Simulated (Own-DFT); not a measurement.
## Calculated data, AlGa3N4 (wurtzite random alloy, strained, atoms displaced)

A calculation, not a measurement: plane-wave PBE density functional theory by an unreviewed code, no spin, of a simulated periodic cell, stress positive in tension, free energy of the whole cell less one offset for each atom, forces on such cells passed a denser k mesh, this cell's mesh not checked; offsets are fitted by least squares, one for each functional and potential file, so energies compare only between cells with the same atoms and settings and are not formation energies; the far tail of each file's local potential was reset to the Coulomb form; each entry is a single point on an unrelaxed cell, so the pressure reflects the starting lattice, mostly measured values, from which strain is counted, and rises with the displacements; printed positions are rounded, which can move forces by about a meV/angstrom; the program is a retired in-house code; no spin-orbit coupling. Program: Own-DFT development build.

```cif
# cell vector a (Å): 9.4379 0.0000 0.0000
# cell vector b (Å): -4.7190 8.1735 0.0000
# cell vector c (Å): 0.0000 0.0000 10.2685
data_AlGa3N4
_symmetry_space_group_name_H-M 'P 1'
_symmetry_Int_Tables_number 1
_cell_length_a 9.4379
_cell_length_b 9.4380
_cell_length_c 10.2685
_cell_angle_alpha 90.000
_cell_angle_beta 90.000
_cell_angle_gamma 120.000
_cell_volume 792.12
loop_
_atom_site_label
_atom_site_type_symbol
_atom_site_fract_x
_atom_site_fract_y
_atom_site_fract_z
_atom_site_occupancy
Ga1 Ga 0.10259 0.21928 0.99133 1
Ga2 Ga 0.22112 0.11284 0.24239 1
N1 N 0.11589 0.21570 0.19458 1
N2 N 0.21702 0.10536 0.43349 1
Ga3 Ga 0.12241 0.22359 0.49384 1
Ga4 Ga 0.21998 0.10915 0.75343 1
N3 N 0.09537 0.21325 0.69344 1
N4 N 0.21293 0.11030 0.93244 1
Ga5 Ga 0.11049 0.55659 0.99543 1
Al1 Al 0.23177 0.43977 0.25244 1
N5 N 0.12323 0.56112 0.20369 1
N6 N 0.22323 0.44567 0.44080 1
Al2 Al 0.10801 0.55939 0.49375 1
Ga6 Ga 0.22969 0.44923 0.74734 1
N7 N 0.11292 0.55397 0.69432 1
N8 N 0.22323 0.45114 0.93973 1
Al3 Al 0.10144 0.88985 0.00637 1
Ga7 Ga 0.22439 0.78709 0.24285 1
N9 N 0.11459 0.89070 0.18352 1
N10 N 0.21720 0.78331 0.43501 1
Ga8 Ga 0.09800 0.88344 0.49161 1
Ga9 Ga 0.22196 0.77960 0.74677 1
N11 N 0.11040 0.88310 0.68514 1
N12 N 0.21636 0.77678 0.93645 1
Ga10 Ga 0.44780 0.22030 0.00180 1
Al4 Al 0.55404 0.11045 0.24957 1
N13 N 0.44164 0.21980 0.18735 1
N14 N 0.56467 0.11274 0.43786 1
Al5 Al 0.44468 0.23050 0.50668 1
Al6 Al 0.56298 0.11115 0.75816 1
N15 N 0.44656 0.22255 0.69234 1
N16 N 0.56029 0.10469 0.92887 1
Ga11 Ga 0.44560 0.55175 0.99643 1
Ga12 Ga 0.55200 0.44371 0.24560 1
N17 N 0.44642 0.55620 0.18415 1
N18 N 0.54749 0.44173 0.44371 1
Ga13 Ga 0.44043 0.55845 0.49709 1
Ga14 Ga 0.55375 0.43651 0.75325 1
N19 N 0.45217 0.55467 0.69255 1
N20 N 0.55874 0.44874 0.93849 1
Al7 Al 0.43987 0.88479 0.00286 1
Ga15 Ga 0.55206 0.76932 0.24313 1
N21 N 0.44390 0.88590 0.19385 1
N22 N 0.55717 0.78701 0.43174 1
Ga16 Ga 0.45463 0.89424 0.50186 1
Ga17 Ga 0.54868 0.77936 0.75281 1
N23 N 0.44848 0.89379 0.68836 1
N24 N 0.55577 0.77915 0.94237 1
Ga18 Ga 0.76794 0.21910 0.99968 1
Ga19 Ga 0.89081 0.10770 0.25034 1
N25 N 0.77554 0.21829 0.18748 1
N26 N 0.88926 0.11421 0.43863 1
Ga20 Ga 0.78260 0.21852 0.49392 1
Al8 Al 0.88700 0.10447 0.74995 1
N27 N 0.77229 0.22228 0.69576 1
N28 N 0.88068 0.09963 0.93986 1
Ga21 Ga 0.78636 0.56772 0.99910 1
Al9 Al 0.89079 0.44819 0.24363 1
N29 N 0.79832 0.56298 0.18611 1
N30 N 0.89940 0.44787 0.44565 1
Ga22 Ga 0.77687 0.55120 0.49884 1
Ga23 Ga 0.89542 0.44751 0.75295 1
N31 N 0.78305 0.55744 0.68548 1
N32 N 0.88924 0.44659 0.94385 1
Ga24 Ga 0.77642 0.88392 0.00352 1
Ga25 Ga 0.89084 0.77717 0.25135 1
N33 N 0.78634 0.89356 0.18687 1
N34 N 0.89122 0.79011 0.43234 1
Ga26 Ga 0.77579 0.89203 0.50258 1
Ga27 Ga 0.88527 0.78134 0.74601 1
N35 N 0.77713 0.88213 0.69631 1
N36 N 0.89533 0.78265 0.93900 1
_calc_functional 'PBE'
_calc_potential_files 'PseudoDojo norm-conserving, scalar-relativistic, standard set with the stringent files for Ga'
_calc_wave_cutoff 96  # hartree
_calc_occupations 'Gaussian'
_calc_smearing_width 0.01  # eV
_calc_k_mesh '4 x 4 x 3 centred on Gamma'
_calc_free_energy_of_cell_above_offsets '-9.415'  # eV
_calc_pressure 9.98  # GPa
_calc_stress_xx -12.3  # GPa
_calc_stress_yy -10.13  # GPa
_calc_stress_zz -7.53  # GPa
_calc_stress_yz -0.28  # GPa
_calc_stress_xz -0.52  # GPa
_calc_stress_xy 0.96  # GPa
```

Force:
| element | x (eV/Å) | y (eV/Å) | z (eV/Å) |
| --- | --- | --- | --- |
| Ga | 0.093 | 0.795 | 1.024 |
| Ga | 1.529 | -1.447 | 1.514 |
| N | -2.374 | 2.629 | -1.565 |
| N | 1.959 | 1.138 | 0.388 |
| Ga | -1.804 | -0.332 | 1.455 |
| Ga | -0.167 | -0.407 | -1.772 |
| N | 1.694 | 1.085 | -0.976 |
| N | 1.539 | -0.66 | 2.387 |
| Ga | 0.159 | 0.332 | 1.667 |
| Al | -1.801 | 0.378 | -0.219 |
| N | -0.37 | -1.958 | -1.442 |
| N | -0.831 | 0.431 | -0.929 |
| Al | 1.668 | 0.925 | 0.933 |
| Ga | -0.539 | -1.137 | 0.239 |
| N | 0.369 | 0.605 | -2.097 |
| N | 0.575 | -1.194 | -0.29 |
| Al | 1.716 | 0.402 | -1.855 |
| Ga | 0.529 | -1.199 | 1.621 |
| N | -0.974 | 0.349 | -0.205 |
| N | 1.358 | -0.883 | 0.523 |
| Ga | 2.192 | 1.089 | 1.709 |
| Ga | 0.207 | -0.234 | 0.245 |
| N | -0.987 | 0.954 | -0.335 |
| N | 0.229 | 1.714 | 1.151 |
| Ga | -0.665 | -0.183 | -1.265 |
| Al | 0.591 | -0.233 | 0.648 |
| N | 1.546 | 0.013 | 0.138 |
| N | -2.358 | 0.96 | -0.762 |
| Al | 0.682 | -2.135 | -0.575 |
| Al | -1.12 | 0.036 | -3.024 |
| N | 0.402 | -1.369 | -0.686 |
| N | -2.051 | -0.965 | 2.723 |
| Ga | -0.881 | 0.614 | -0.087 |
| Ga | 1.494 | 0.189 | 0.806 |
| N | -0.188 | -1.348 | 0.411 |
| N | 0.78 | 0.134 | -1.245 |
| Ga | 0.708 | 0.942 | 1.03 |
| Ga | 0.851 | 1.35 | -0.513 |
| N | -0.803 | 0.432 | -0.841 |
| N | 0.934 | -0.891 | 0.637 |
| Al | -0.074 | -0.108 | -0.266 |
| Ga | 0.396 | 1.937 | 0.715 |
| N | 0.334 | 1.785 | -1.964 |
| N | 0.936 | -1.512 | 0.434 |
| Ga | -2.205 | -0.054 | -0.49 |
| Ga | 1.15 | -0.461 | 0.298 |
| N | -0.29 | 0.536 | 0.382 |
| N | -0.965 | -0.115 | 0.23 |
| Ga | 1.923 | 0.42 | 0.154 |
| Ga | -0.43 | 0.775 | 0.101 |
| N | -0.739 | 0.938 | 0.732 |
| N | 1.733 | -0.638 | -0.23 |
| Ga | -1.1 | 1.489 | 1.87 |
| Al | -1.654 | 0.249 | 0.572 |
| N | 1.538 | -0.782 | -0.558 |
| N | -0.497 | 1.295 | -1.047 |
| Ga | -0.048 | -1.12 | -0.143 |
| Al | 2.173 | -0.902 | 1.257 |
| N | -2.217 | -0.964 | 0.424 |
| N | -1.628 | -0.632 | -2.214 |
| Ga | -0.05 | 0.601 | 0.018 |
| Ga | -0.645 | -0.529 | -0.248 |
| N | -0.54 | -0.301 | 0.684 |
| N | -0.335 | -0.601 | -0.386 |
| Ga | -0.143 | 0.148 | -0.535 |
| Ga | -0.03 | 0.716 | -0.584 |
| N | -0.695 | -1.471 | 0.458 |
| N | -1.58 | -2.299 | 0.657 |
| Ga | 0.126 | -0.054 | 0.073 |
| Ga | 2.449 | -1.328 | 0.891 |
| N | -2.346 | 1.912 | -1.453 |
| N | -0.437 | 0.149 | -0.396 |
